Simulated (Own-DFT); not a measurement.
# One host, several defects: C11b WSi2

Everything here is calculated. The program is Own-DFT (plane waves, in-house, since retired, never reviewed by a person); positions were held fixed, and spin and spin-orbit coupling were off.

Method: PBE; PseudoDojo norm-conserving scalar-relativistic files; cutoff 50 hartree; 5 x 5 x 5 k mesh centred on Gamma; cold (Marzari-Vanderbilt) smearing of 0.2 eV.

Limits: forces on such cells failed a check on a denser k mesh; stress not checked against mesh or cutoff.

All runs share one cell, with vectors in Å (-2.148, -5.953, 3.409); (-6.444, 2.976, 1.136); (-2.553, -2.948, -6.757) and a volume of 403.2 Å³. Atoms were moved at random from their sites; u is the rms move along one axis. The defect's site can differ from row to row.

| cell | formula | u (Å) | P (GPa) |
|---|---|---|---|
| no defect | Si20W10 | 0.0187 | 4.38 |
| no defect | Si20W10 | 0.0191 | 4.26 |
| no defect | Si20W10 | 0.0398 | 5.37 |
| one Si on a W site | Si21W9 | 0.0309 | 6.13 |
| one Si on a W site | Si21W9 | 0.0452 | 7.15 |
| one Si on a W site | Si21W9 | 0.0532 | 7.63 |
| one W on a Si site | Si19W11 | 0.0296 | 9.95 |
| one W on a Si site | Si19W11 | 0.0452 | 10.81 |
| one W on a Si site | Si19W11 | 0.0494 | 11.23 |
| one Si vacancy | Si19W10 | 0.0298 | 3.09 |
| one Si vacancy | Si19W10 | 0.0313 | 3.21 |
| one Si vacancy | Si19W10 | 0.0502 | ? |
| one Si vacancy | Si19W10 | 0.0511 | 5.18 |

## Working it out

P = P0 + c u² + a shift for each defect gives P0 = 3.95 GPa, c = 942 ± 73 GPa/Å² and a scatter of 0.18 GPa. The shifts, and each times the cell's volume:

- one W on a Si site: 5.03 ± 0.16 GPa, 12.7 eV
- one Si on a W site: 1.19 ± 0.17 GPa, 3.0 eV
- one Si vacancy: -1.53 ± 0.16 GPa, -3.9 eV

Against the defect-free cell, a freed cell would be larger where the shift is positive and smaller where it is negative (160.2 GPa Å³ is 1 eV). The atoms around the defects weren't relaxed, which would change these numbers.

## The run left out

Asked: what pressure belongs in the blank (one Si vacancy, u = 0.0502 Å)?

From the fit: 4.79 ± 0.22 GPa. The calculation gave 4.68 GPa.
